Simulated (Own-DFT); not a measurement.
# Computed records: Hf19Si41 (HfSi2 crystal with substituted atoms, atoms displaced), Hf20Si39 (HfSi2 crystal with one vacancy, atoms displaced)

Computed with Own-DFT development build. A calculation, not a measurement: plane-wave density functional theory by an unreviewed code, no spin, of a simulated periodic cell, stress positive in tension, run twice, with PBE and with PBEsol, both on files made for PBE, so the change isn't that of files made for PBEsol, hafnium file: forces about 75 meV/angstrom off all-electron values; forces on such cells moved up to 12 meV/angstrom on a denser k mesh; the far tail of each file's local potential was reset to the Coulomb form; each entry is a single point on an unrelaxed cell, so the pressure reflects the starting lattice, taken from the Materials Project, from which strain is counted, and rises with the displacements; printed positions are rounded, which can move forces by about a meV/angstrom; the program, named Own-DFT, is a retired in-house code; no spin-orbit coupling; stress was not checked against mesh or cutoff.

Settings shared by all entries: functional PBE, then PBEsol; potential files PseudoDojo norm-conserving, scalar-relativistic, standard set; wave cutoff 42 hartree; occupations cold (Marzari-Vanderbilt); smearing width 0.2 eV; k mesh 4 x 4 x 4 centred on Gamma.

```yaml
- entry: 1
  formula: Hf19Si41
  kind: "HfSi2 crystal with substituted atoms, atoms displaced"
  structure:
    cell_angstrom:
      - [-7.2972, 7.0724, -1.7824]
      - [3.6486, 7.0873, 5.7379]
      - [3.6486, 3.5213, -8.4115]
    atoms_fractional:
      - [Hf, 0.52289, 0.54925, 0.76011]
      - [Hf, 0.28086, 0.25583, 0.04321]
      - [Si, 0.42226, 0.30131, 0.78767]
      - [Si, 0.37362, 0.50896, 0.00145]
      - [Si, 0.27331, 0.58933, 0.69914]
      - [Si, 0.52067, 0.19985, 0.1084]
      - [Hf, 0.72659, 0.74968, 0.95095]
      - [Si, 0.47245, 0.45265, 0.24453]
      - [Si, 0.63504, 0.504, 0.00169]
      - [Si, 0.57676, 0.70266, 0.20159]
      - [Si, 0.47307, 0.79666, 0.90747]
      - [Si, 0.72611, 0.40627, 0.30005]
      - [Hf, 0.93126, 0.93846, 0.15066]
      - [Hf, 0.67574, 0.65752, 0.44227]
      - [Si, 0.831, 0.70187, 0.2027]
      - [Si, 0.77914, 0.89967, 0.39742]
      - [Si, 0.67598, 0.99729, 0.10846]
      - [Si, 0.9234, 0.6095, 0.49992]
      - [Hf, 0.02132, 0.54179, 0.74609]
      - [Hf, 0.78149, 0.25152, 0.03655]
      - [Si, 0.92608, 0.30453, 0.80201]
      - [Si, 0.87385, 0.50537, 0.00116]
      - [Si, 0.76244, 0.60025, 0.70073]
      - [Si, 0.01273, 0.20565, 0.09865]
      - [Hf, 0.22847, 0.7426, 0.95627]
      - [Hf, 0.97558, 0.45514, 0.25099]
      - [Si, 0.12377, 0.49522, 0.0016]
      - [Si, 0.07935, 0.70001, 0.2036]
      - [Si, 0.97469, 0.80031, 0.90078]
      - [Si, 0.22464, 0.40898, 0.30008]
      - [Hf, 0.42194, 0.94727, 0.15873]
      - [Hf, 0.17964, 0.65862, 0.44389]
      - [Si, 0.31879, 0.69623, 0.20001]
      - [Si, 0.27127, 0.89617, 0.39436]
      - [Si, 0.17243, 0.00335, 0.10155]
      - [Si, 0.41629, 0.59951, 0.49065]
      - [Hf, 0.62814, 0.16025, 0.35504]
      - [Hf, 0.37625, 0.85418, 0.64904]
      - [Si, 0.52931, 0.89648, 0.40079]
      - [Si, 0.46983, 0.09305, 0.59656]
      - [Si, 0.37556, 0.19669, 0.30228]
      - [Si, 0.62806, 0.81437, 0.70062]
      - [Hf, 0.82701, 0.33414, 0.56079]
      - [Hf, 0.57382, 0.04788, 0.84018]
      - [Si, 0.72954, 0.09335, 0.59886]
      - [Si, 0.67472, 0.29885, 0.80246]
      - [Si, 0.57767, 0.39122, 0.49673]
      - [Si, 0.82601, 0.99761, 0.89465]
      - [Hf, 0.12062, 0.15149, 0.35554]
      - [Hf, 0.87824, 0.85381, 0.64734]
      - [Si, 0.02547, 0.90802, 0.40678]
      - [Si, 0.97016, 0.10758, 0.60471]
      - [Si, 0.87731, 0.20191, 0.29988]
      - [Si, 0.12642, 0.80653, 0.7004]
      - [Hf, 0.33062, 0.34043, 0.555]
      - [Hf, 0.08221, 0.04805, 0.83459]
      - [Si, 0.22757, 0.09987, 0.59901]
      - [Si, 0.17764, 0.29519, 0.79797]
      - [Si, 0.07686, 0.39469, 0.50437]
      - [Si, 0.32003, 0.00618, 0.89203]
  results:
    "PBE_pressure [GPa]": 3.21
    "PBE_stress_xx [GPa]": -3.02
    "PBE_stress_yy [GPa]": -3.97
    "PBE_stress_zz [GPa]": -2.64
    "PBE_stress_yz [GPa]": 0.16
    "PBE_stress_xz [GPa]": 0.16
    "PBE_stress_xy [GPa]": -0.08
    "PBEsol_pressure [GPa]": 0.03
    "PBEsol_stress_xx [GPa]": -0.18
    "PBEsol_stress_yy [GPa]": -0.69
    "PBEsol_stress_zz [GPa]": 0.77
    "PBEsol_stress_yz [GPa]": 0.2
    "PBEsol_stress_xz [GPa]": 0.18
    "PBEsol_stress_xy [GPa]": -0.08
    force_element: [Hf, Hf, Si, Si, Si, Si, Hf, Si, Si, Si, Si, Si, Hf, Hf, Si, Si, Si, Si, Hf, Hf, Si, Si, Si, Si, Hf, Hf, Si, Si, Si, Si, Hf, Hf, Si, Si, Si, Si, Hf, Hf, Si, Si, Si, Si, Hf, Hf, Si, Si, Si, Si, Hf, Hf, Si, Si, Si, Si, Hf, Hf, Si, Si, Si, Si]
    "PBE_force_x [eV/angstrom]": [-0.319, 0.777, -0.087, -0.644, 0.503, -1.176, 0.199, -0.05, 0.478, -0.091, -0.013, -0.07, 1.061, 0.516, 0.042, 0.312, -0.15, -0.608, 0.623, 1.571, -0.148, -0.435, -1.197, -2.197, 0.714, -0.051, -0.071, 0.242, -0.817, -0.971, -0.398, 1.255, -0.552, 0.133, -0.308, -1.414, -1.176, -0.412, 0.336, -0.384, 0.867, -0.583, 0.681, 1.238, 0.533, 0.073, 1.496, 0.652, -0.81, -0.1, -0.266, -0.83, 0.492, -0.997, 0.562, 2.022, -0.086, 0.229, 0.31, -0.503]
    "PBE_force_y [eV/angstrom]": [-0.722, -0.625, 0.585, -0.449, 0.578, 0.719, -0.261, 0.157, -0.702, -0.36, 0.371, -0.521, 0.531, 0.145, -0.32, 0.082, -0.097, -0.402, 0.936, -0.267, -0.191, 0.106, 0.496, 0.921, -0.364, 0.011, 0.205, -0.351, -0.344, 0.081, -0.477, -0.916, 0.739, 0.736, 0.04, 0.923, -2.071, -0.536, 0.126, 0.72, -0.055, -1.525, 0.669, 1.572, -0.074, -0.203, 1.379, 0.529, -0.266, -0.074, -0.276, -0.201, -0.414, -0.797, -0.596, 0.661, -0.455, 0.183, 0.011, 0.698]
    "PBE_force_z [eV/angstrom]": [-0.008, 0.254, -1.203, -0.782, -0.184, 1.178, -0.819, 1.043, -0.038, -0.04, 0.167, 0.782, 0.053, -0.391, 0.169, 0.1, 0.053, -0.16, -0.789, -0.226, -0.157, -0.151, -0.372, 0.31, 0.466, 0.649, 0.382, 0.253, -0.619, 0.075, -0.144, -0.253, -0.068, -0.107, -0.132, -0.265, -1.4, 0.515, 0.495, 0.072, -0.526, 0.153, 1.452, 0.074, 0.292, 0.145, -0.173, 0.301, -0.565, 0.567, 0.181, -0.499, -0.711, 0.006, 0.655, -0.189, 0.248, 0.168, 0.201, -0.487]
    "PBEsol_force_x [eV/angstrom]": [-0.31, 0.772, -0.085, -0.656, 0.498, -1.202, 0.191, -0.058, 0.462, -0.085, -0.015, -0.097, 1.054, 0.504, 0.044, 0.304, -0.159, -0.609, 0.615, 1.545, -0.14, -0.441, -1.188, -2.187, 0.709, -0.054, -0.075, 0.249, -0.81, -0.932, -0.396, 1.246, -0.529, 0.12, -0.307, -1.374, -1.166, -0.393, 0.336, -0.383, 0.881, -0.56, 0.658, 1.212, 0.544, 0.063, 1.491, 0.653, -0.798, -0.09, -0.263, -0.823, 0.503, -0.995, 0.567, 2.0, -0.076, 0.225, 0.317, -0.511]
    "PBEsol_force_y [eV/angstrom]": [-0.702, -0.639, 0.591, -0.465, 0.55, 0.695, -0.249, 0.15, -0.705, -0.329, 0.353, -0.472, 0.533, 0.152, -0.318, 0.08, -0.106, -0.376, 0.933, -0.259, -0.195, 0.108, 0.469, 0.919, -0.345, -0.003, 0.206, -0.349, -0.357, 0.067, -0.459, -0.915, 0.75, 0.738, 0.027, 0.941, -2.042, -0.527, 0.111, 0.728, -0.084, -1.475, 0.667, 1.535, -0.07, -0.201, 1.339, 0.529, -0.258, -0.085, -0.279, -0.185, -0.421, -0.764, -0.583, 0.646, -0.465, 0.179, -0.008, 0.694]
    "PBEsol_force_z [eV/angstrom]": [0.013, 0.214, -1.177, -0.726, -0.238, 1.228, -0.772, 0.994, -0.009, -0.021, 0.121, 0.82, 0.089, -0.406, 0.163, 0.099, -0.002, -0.111, -0.748, -0.26, -0.149, -0.147, -0.428, 0.378, 0.488, 0.61, 0.367, 0.25, -0.677, 0.131, -0.106, -0.275, -0.055, -0.107, -0.191, -0.219, -1.356, 0.483, 0.481, 0.062, -0.6, 0.203, 1.46, 0.036, 0.285, 0.145, -0.251, 0.363, -0.526, 0.527, 0.178, -0.487, -0.781, 0.068, 0.659, -0.224, 0.243, 0.17, 0.141, -0.422]
    "rms_change_of_force_components_from_PBE_to_PBEsol [eV/angstrom]": 0.027
- entry: 2
  formula: Hf20Si39
  kind: "HfSi2 crystal with one vacancy, atoms displaced"
  structure:
    cell_angstrom:
      - [-7.2972, 7.0724, -1.7824]
      - [3.6486, 7.0873, 5.7379]
      - [3.6486, 3.5213, -8.4115]
    atoms_fractional:
      - [Hf, 0.52377, 0.54545, 0.75956]
      - [Hf, 0.27973, 0.25216, 0.04758]
      - [Si, 0.42957, 0.30048, 0.80238]
      - [Si, 0.37292, 0.50134, 0.00258]
      - [Si, 0.28011, 0.59134, 0.70289]
      - [Si, 0.52443, 0.20616, 0.09704]
      - [Hf, 0.72458, 0.74759, 0.9529]
      - [Hf, 0.47601, 0.45529, 0.24394]
      - [Si, 0.62308, 0.5013, 0.99953]
      - [Si, 0.57021, 0.70088, 0.2007]
      - [Si, 0.47403, 0.79322, 0.89858]
      - [Si, 0.72262, 0.40389, 0.2968]
      - [Hf, 0.92438, 0.94249, 0.15768]
      - [Hf, 0.6751, 0.65574, 0.44414]
      - [Si, 0.82827, 0.70234, 0.2002]
      - [Si, 0.77877, 0.89523, 0.40266]
      - [Si, 0.67281, 0.99714, 0.10226]
      - [Si, 0.92926, 0.60152, 0.49569]
      - [Hf, 0.02757, 0.53816, 0.74538]
      - [Hf, 0.77725, 0.25739, 0.04375]
      - [Si, 0.92454, 0.30059, 0.80539]
      - [Si, 0.87427, 0.50413, 3.0e-05]
      - [Si, 0.77982, 0.59257, 0.70672]
      - [Si, 0.02172, 0.2075, 0.10243]
      - [Hf, 0.22444, 0.74299, 0.95416]
      - [Hf, 0.97487, 0.45351, 0.24416]
      - [Si, 0.11933, 0.50397, 0.99622]
      - [Si, 0.07586, 0.69849, 0.19801]
      - [Si, 0.97413, 0.79917, 0.90151]
      - [Si, 0.22799, 0.40105, 0.29495]
      - [Hf, 0.42543, 0.94279, 0.15773]
      - [Hf, 0.1807, 0.65729, 0.44433]
      - [Si, 0.32852, 0.70825, 0.20132]
      - [Si, 0.27369, 0.90111, 0.39989]
      - [Si, 0.16866, 0.99381, 0.1008]
      - [Si, 0.42855, 0.60261, 0.49346]
      - [Hf, 0.62281, 0.14349, 0.35585]
      - [Hf, 0.37757, 0.85693, 0.64585]
      - [Si, 0.52565, 0.90065, 0.39824]
      - [Si, 0.3791, 0.20186, 0.30476]
      - [Si, 0.62569, 0.80364, 0.69773]
      - [Hf, 0.82166, 0.34224, 0.55677]
      - [Hf, 0.57518, 0.05603, 0.8416]
      - [Si, 0.72462, 0.0985, 0.60146]
      - [Si, 0.67519, 0.29862, 0.801]
      - [Si, 0.57195, 0.39322, 0.50404]
      - [Si, 0.82332, 0.9985, 0.89407]
      - [Hf, 0.12935, 0.1449, 0.35782]
      - [Hf, 0.87253, 0.8543, 0.6439]
      - [Si, 0.02643, 0.90338, 0.40137]
      - [Si, 0.97572, 0.09813, 0.59631]
      - [Si, 0.87564, 0.19935, 0.30687]
      - [Si, 0.12535, 0.79863, 0.69605]
      - [Hf, 0.32341, 0.34695, 0.55724]
      - [Hf, 0.07423, 0.05141, 0.8471]
      - [Si, 0.22855, 0.10154, 0.60066]
      - [Si, 0.17449, 0.30376, 0.79909]
      - [Si, 0.07601, 0.39362, 0.49883]
      - [Si, 0.32067, 0.00605, 0.89661]
  results:
    "PBE_pressure [GPa]": 2.08
    "PBE_stress_xx [GPa]": -1.8
    "PBE_stress_yy [GPa]": -2.91
    "PBE_stress_zz [GPa]": -1.53
    "PBE_stress_yz [GPa]": 0.27
    "PBE_stress_xz [GPa]": -0.03
    "PBE_stress_xy [GPa]": -0.03
    "PBEsol_pressure [GPa]": -1.12
    "PBEsol_stress_xx [GPa]": 1.09
    "PBEsol_stress_yy [GPa]": 0.4
    "PBEsol_stress_zz [GPa]": 1.89
    "PBEsol_stress_yz [GPa]": 0.3
    "PBEsol_stress_xz [GPa]": -0.03
    "PBEsol_stress_xy [GPa]": -0.03
    force_element: [Hf, Hf, Si, Si, Si, Si, Hf, Hf, Si, Si, Si, Si, Hf, Hf, Si, Si, Si, Si, Hf, Hf, Si, Si, Si, Si, Hf, Hf, Si, Si, Si, Si, Hf, Hf, Si, Si, Si, Si, Hf, Hf, Si, Si, Si, Hf, Hf, Si, Si, Si, Si, Hf, Hf, Si, Si, Si, Si, Hf, Hf, Si, Si, Si, Si]
    "PBE_force_x [eV/angstrom]": [-0.791, 0.831, 0.167, -0.233, 0.599, -0.68, 0.054, 0.168, -0.063, -0.33, 0.669, -0.116, 0.297, -0.409, 0.13, 0.456, -0.047, 0.303, 0.685, 0.245, -0.347, 0.02, 0.36, -1.007, 0.043, 0.191, -0.359, 0.013, -0.429, 0.443, 0.222, 0.117, -0.003, -0.048, -0.145, 0.423, -0.848, 0.028, 0.179, 0.014, -0.164, -0.161, 0.352, 0.128, -0.052, -0.086, 0.488, -0.071, -0.669, -0.162, 0.228, -0.017, -0.103, 0.06, 0.419, -0.021, -0.39, 0.137, -0.72]
    "PBE_force_y [eV/angstrom]": [0.081, -0.485, -0.39, -0.314, 0.127, 0.031, -0.187, 0.136, 0.195, 0.523, 0.618, 0.093, 0.029, 0.201, -0.378, -0.035, 0.199, -0.198, 1.048, -0.461, -0.157, -0.207, -0.431, -0.219, 0.052, 0.419, 0.128, 0.143, -0.352, 0.224, -0.134, -0.644, -0.845, 0.462, 0.836, 0.194, 0.404, -0.988, 0.168, -0.411, -0.183, 0.642, 0.364, -0.177, -0.098, 0.025, 0.597, -0.698, 0.327, -0.278, 0.267, -0.501, 0.335, -0.273, 0.128, 0.048, -0.249, 0.027, 0.221]
    "PBE_force_z [eV/angstrom]": [0.307, 0.805, 0.173, -0.001, 0.326, 0.032, -0.482, 0.187, -0.105, -0.132, -0.229, -0.14, 0.457, -0.202, -0.089, 0.481, -0.005, 0.188, -0.465, -0.197, 0.277, -0.054, 0.412, 0.105, 0.121, 0.235, -0.518, -0.192, -0.353, 0.194, 1.055, 0.089, -0.245, -0.283, -0.328, -0.085, -0.125, 0.305, -0.335, -0.632, 0.34, 0.095, -0.574, 0.255, 0.097, -0.347, 0.25, 0.528, -0.287, -0.158, -0.375, -0.183, 0.13, -0.022, 0.559, -0.237, -0.59, -0.103, 0.07]
    "PBEsol_force_x [eV/angstrom]": [-0.779, 0.826, 0.16, -0.224, 0.589, -0.673, 0.051, 0.167, -0.063, -0.338, 0.668, -0.113, 0.285, -0.408, 0.137, 0.46, -0.046, 0.307, 0.68, 0.243, -0.344, 0.027, 0.361, -0.999, 0.046, 0.188, -0.362, 0.01, -0.426, 0.441, 0.217, 0.118, 0.002, -0.048, -0.144, 0.424, -0.86, 0.027, 0.186, 0.01, -0.182, -0.166, 0.345, 0.137, -0.056, -0.087, 0.489, -0.063, -0.66, -0.168, 0.233, -0.01, -0.111, 0.087, 0.415, -0.031, -0.397, 0.133, -0.709]
    "PBEsol_force_y [eV/angstrom]": [0.087, -0.483, -0.399, -0.308, 0.112, 0.047, -0.176, 0.126, 0.192, 0.525, 0.59, 0.104, 0.033, 0.19, -0.379, -0.036, 0.178, -0.178, 1.046, -0.459, -0.163, -0.212, -0.435, -0.196, 0.06, 0.402, 0.135, 0.154, -0.357, 0.236, -0.125, -0.647, -0.847, 0.468, 0.802, 0.205, 0.419, -1.025, 0.175, -0.419, -0.163, 0.646, 0.377, -0.184, -0.097, 0.01, 0.596, -0.684, 0.317, -0.284, 0.275, -0.505, 0.343, -0.254, 0.115, 0.053, -0.241, 0.011, 0.231]
    "PBEsol_force_z [eV/angstrom]": [0.333, 0.757, 0.173, 0.0, 0.267, 0.093, -0.44, 0.15, -0.104, -0.134, -0.278, -0.081, 0.483, -0.228, -0.084, 0.469, -0.064, 0.241, -0.432, -0.223, 0.272, -0.051, 0.356, 0.165, 0.151, 0.2, -0.507, -0.189, -0.411, 0.252, 1.063, 0.053, -0.235, -0.282, -0.377, -0.021, -0.048, 0.234, -0.331, -0.685, 0.385, 0.129, -0.644, 0.251, 0.096, -0.398, 0.312, 0.555, -0.321, -0.152, -0.367, -0.246, 0.186, 0.053, 0.504, -0.232, -0.57, -0.167, 0.118]
    "rms_change_of_force_components_from_PBE_to_PBEsol [eV/angstrom]": 0.026
```
